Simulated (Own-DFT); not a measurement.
Simulation results for Hf36O71 (tetragonal hafnia with one neutral oxygen vacancy, atoms displaced)

Computed with Own-DFT development build. A calculation, not a measurement: plane-wave PBE and HSE06 DFT by an unreviewed code, no spin, of a simulated cell at Gamma alone, so results move with cell size and shape, stress positive in tension, energies less offsets, not probed for a lower state with spin; hafnium file: forces about 75 meV/angstrom off all-electron values; oxygen file: force components 24 meV/angstrom off all-electron in a glass; k mesh not checked against a denser one; forces and stress are PBE's, HSE06 gives the energy alone, and its difference from PBE has offsets of its own; offsets are fitted by least squares, one for each functional and potential file, so energies compare only between cells with the same atoms and settings and are not formation energies; the far tail of each file's local potential was reset to the Coulomb form; each entry is a single point on an unrelaxed cell, so the pressure reflects the starting lattice, taken from the Materials Project, from which strain is counted, and rises with the displacements; printed positions are rounded, which can move forces by about a meV/angstrom; the program is a retired in-house code; no spin-orbit coupling.

```xyz
107
Lattice="10.7800 0.0000 0.0000 0.0000 10.7800 0.0000 0.0000 0.0000 10.4493" Properties=species:S:1:pos:R:3:force_x:R:1:force_y:R:1:force_z:R:1 formula=Hf36O71 first_functional=PBE second_functional=HSE06 exact_exchange_share=0.25 screening=0.11 exchange_divergence=Gygi-Baldereschi potential_files=PseudoDojo_norm-conserving,scalar-relativistic,made_for_PBE,standard_set wave_cutoff=48 occupations=fixed k_mesh=1_x_1_x_1_centred_on_Gamma PBE_energy_of_cell_above_offsets=-82.663 HSE06_less_PBE_above_offsets=0.812 PBE_pressure=5.98 PBE_stress_xx=-6.34 PBE_stress_yy=-6.62 PBE_stress_zz=-4.96 PBE_stress_yz=-0.41 PBE_stress_xz=0.79 PBE_stress_xy=0.39
Hf     0.0800     0.1922    10.3846     -1.017     -8.409      5.275
Hf     1.8432     1.8150     2.7458     -1.713     -1.214      -1.34
O     10.6385     1.9199     1.4362      0.843     -1.817      1.767
O      1.6628    10.7715     3.6884      1.663      2.458      0.599
O      0.1056     1.7590     4.1525     -1.029      2.085      0.187
O      1.8064    10.7657     1.0503      1.033      2.001      -0.49
Hf     0.0348    10.7761     5.3329     -0.094     -1.058     -2.987
Hf     1.7388     1.8119     7.9311      2.082      0.754     -2.478
O     10.7203     1.9460     6.8251      0.685     -1.148      0.684
O      1.7234    10.7295     8.8544      0.331       1.51      0.753
O      0.1451     1.7359     9.5137     -0.158      3.844     -5.617
O      1.6887     0.1828     6.3470       2.38     -0.357      0.165
Hf     0.0320     3.4727    10.3588     -1.517      6.269      0.926
Hf     1.8492     5.4147     2.6404     -2.897      1.481     -1.557
O     10.6790     5.3353     1.5989      3.229      0.395      1.962
O      1.8408     3.5769     3.6389     -1.034      2.517      -0.04
O     10.5812     5.4949     4.1752      2.513     -3.601      0.798
O      1.6380     3.5133     1.0344      3.883     -0.046      0.839
Hf     0.0407     3.6844     5.1119      0.358     -0.693      2.518
Hf     1.9281     5.4960     7.8183     -5.768      0.554      3.394
O      0.1559     5.3296     6.8348     -3.823     -0.629     -1.584
O      1.8744     3.7115     8.9173     -0.912     -2.691     -0.422
O     10.7068     5.4536     9.4238      0.289     -0.384      0.739
O      1.7446     3.5586     6.1722      0.556     -0.257      0.072
Hf     0.0433     7.3708     0.0193     -1.372     -4.322      1.078
Hf     1.8608     9.1370     2.6739     -2.061     -2.452      0.583
O      0.2285     9.1298     1.6160     -3.327     -1.197      -0.94
O      1.8992     7.1432     3.6982      0.422     -0.391     -0.551
O     10.7665     9.1310     4.0803      0.275     -2.384      1.838
O      1.7349     7.2188     1.0967      1.488     -1.437     -0.094
Hf    10.5618     7.1441     5.3434      9.333       1.55     -3.812
Hf     1.8167     9.0388     7.7498      1.106     -1.669      0.191
O      0.0649     9.0337     6.6619     -0.805      0.093      1.084
O      1.7307     7.2996     8.7447      0.645     -0.415      1.333
O     10.7485     8.8931     9.3795     -0.564      3.638      -1.56
O      1.6579     7.1067     6.3247      2.295      0.991     -1.662
Hf     3.6523     0.0502     0.0467       0.26     -1.702     -1.634
Hf     5.4121     1.8189     2.6262      1.706     -0.655      1.833
O      3.6353     1.7783     1.6759     -0.622      0.444     -0.985
O      5.3526    10.5977     3.7476     -0.259       2.24     -1.662
O      3.4652     1.9745     4.2394      0.448     -4.604     -2.137
O      5.4302     0.0864     1.0850       0.02      0.093      0.306
Hf     3.6590     0.0157     5.2380      0.936     -0.003       1.24
Hf     5.4484     1.9190     7.9251     -1.439     -3.519     -2.486
O      3.6245     1.8010     6.7661     -0.255      0.476      1.057
O      5.2131    10.7796     8.9505      0.479      0.292     -0.844
O      3.6930     1.9244     9.2669      -1.21     -1.128      2.405
O      5.3869     0.0561     6.2404      0.446     -0.333      0.197
Hf     3.5551     3.5143     0.0699     -2.912      1.296      -2.07
Hf     5.3054     5.4259     2.4983      2.134      -1.13      2.759
O      3.6099     5.4085     1.4645     -0.849      -0.71      1.293
O      5.4778     3.6312     3.7691     -0.707     -0.085     -3.508
O      3.6282     5.3589     4.2744      0.167     -0.048     -2.114
O      5.3424     3.5373     0.9962      0.046      0.123      1.235
Hf     3.5443     3.5775     5.1907      0.575      0.631      3.002
Hf     5.3252     5.3776     7.8439     -0.835      1.422       -0.8
O      3.4687     5.4325     6.8635      5.473     -0.068     -3.182
O      5.3447     3.6671     8.8294      0.886     -0.365      1.278
O      3.4713     5.3902     9.3884      0.964     -0.219      1.365
O      5.3758     3.6535     6.1114      0.453      0.284      2.442
Hf     3.5715     7.1317     0.0953     -3.726      1.505     -3.679
Hf     5.3167     8.8993     2.5600      1.075      3.345     -0.083
O      3.4810     8.9656     1.5834       3.41     -0.026     -1.031
O      5.3254     7.2643     3.5980      0.171     -2.318      0.188
O      3.5320     9.0582     4.1549     -0.091     -1.252      0.664
O      5.3386     7.1254     0.8257     -0.458       0.42      4.467
Hf     3.5271     7.0876     5.1812     -1.255      3.134      1.784
Hf     5.4787     8.8932     7.8493     -3.532      0.954      1.263
O      3.6951     8.9467     6.7434     -1.662      0.525      0.212
O      5.2606     7.0610     8.9793      1.533      1.087     -1.488
O      3.5746     8.9331     9.4229      0.001      0.724      1.151
O      5.4482     7.2249     6.3035     -0.514     -0.972     -1.321
Hf     7.1900    10.7563    10.4055      0.506     -1.146      4.073
Hf     9.0070     1.8935     2.7174      0.166      -1.99     -1.569
O      9.1165    10.6971     3.7373     -1.897      2.886     -1.088
O      7.1756     1.8151     4.3758       0.48     -1.402     -2.593
O      9.0189    10.6868     1.0474      -0.58       0.95     -0.935
Hf     7.3584    10.6740     5.2930     -4.979      1.222     -1.943
Hf     9.0259     1.7416     7.7917      -1.97       1.45     -0.492
O      7.1664     1.7162     6.6776      0.847      0.591      3.119
O      9.0730    10.6486     8.6611      0.633      4.094      1.914
O      7.1209     1.6312     9.4992      0.199      4.406     -1.304
O      8.9836    10.6766     6.1572      2.229       0.43       3.01
Hf     7.0650     3.6353     0.0621      3.952     -1.005     -0.125
Hf     9.0575     5.3170     2.7616      0.132      3.163     -4.723
O      7.1384     5.5266     1.6202     -0.993     -0.904      -0.64
O      8.8989     3.6632     3.6924      0.378     -2.896      1.681
O      7.1843     5.4314     4.1613      0.065      0.123      0.723
O      9.1502     3.7169     1.0551     -4.356     -0.965     -0.012
Hf     7.2524     3.5552     5.2880     -1.983     -0.006     -0.623
Hf     8.8656     5.3305     7.7495      4.155      0.533      2.983
O      7.1103     5.4940     6.9212      0.511     -0.433     -1.776
O      8.9738     3.6122     8.8169      -0.25     -2.386      0.414
O      7.1717     5.3010     9.4258      -0.26      0.609      0.231
O      8.9486     3.4209     6.3535      0.444      1.997      -1.44
Hf     7.0485     7.0585     0.0278      5.606      1.638     -0.647
Hf     9.0312     8.9591     2.6916      1.533      0.103     -1.751
O      7.2592     8.8909     1.5453     -2.419     -0.332      0.556
O      9.2127     7.0996     3.7840     -3.227      2.609     -1.257
O      7.2589     9.0019     4.1136      0.377     -1.899      0.494
O      9.0051     7.1395     1.0795     -0.224      0.903     -0.413
Hf     7.2064     7.1608     5.0805     -0.862      0.909      1.559
Hf     9.0474     8.9484     7.8510      0.001     -2.578     -0.409
O      7.0650     8.9830     6.8500      4.067      0.266     -1.682
O      8.9469     7.1617     8.7988     -1.318      0.089     -0.228
O      7.2248     9.1945     9.4020      -0.76     -4.407     -1.715
O      9.1086     7.2319     6.2712     -8.374     -0.049      3.849
```

Units: screening in 1/bohr; wave_cutoff in hartree; PBE_energy_of_cell_above_offsets, HSE06_less_PBE_above_offsets in eV; PBE_pressure, PBE_stress_xx, PBE_stress_yy, PBE_stress_zz, PBE_stress_yz, PBE_stress_xz, PBE_stress_xy in GPa; force_x, force_y, force_z in eV/Å.
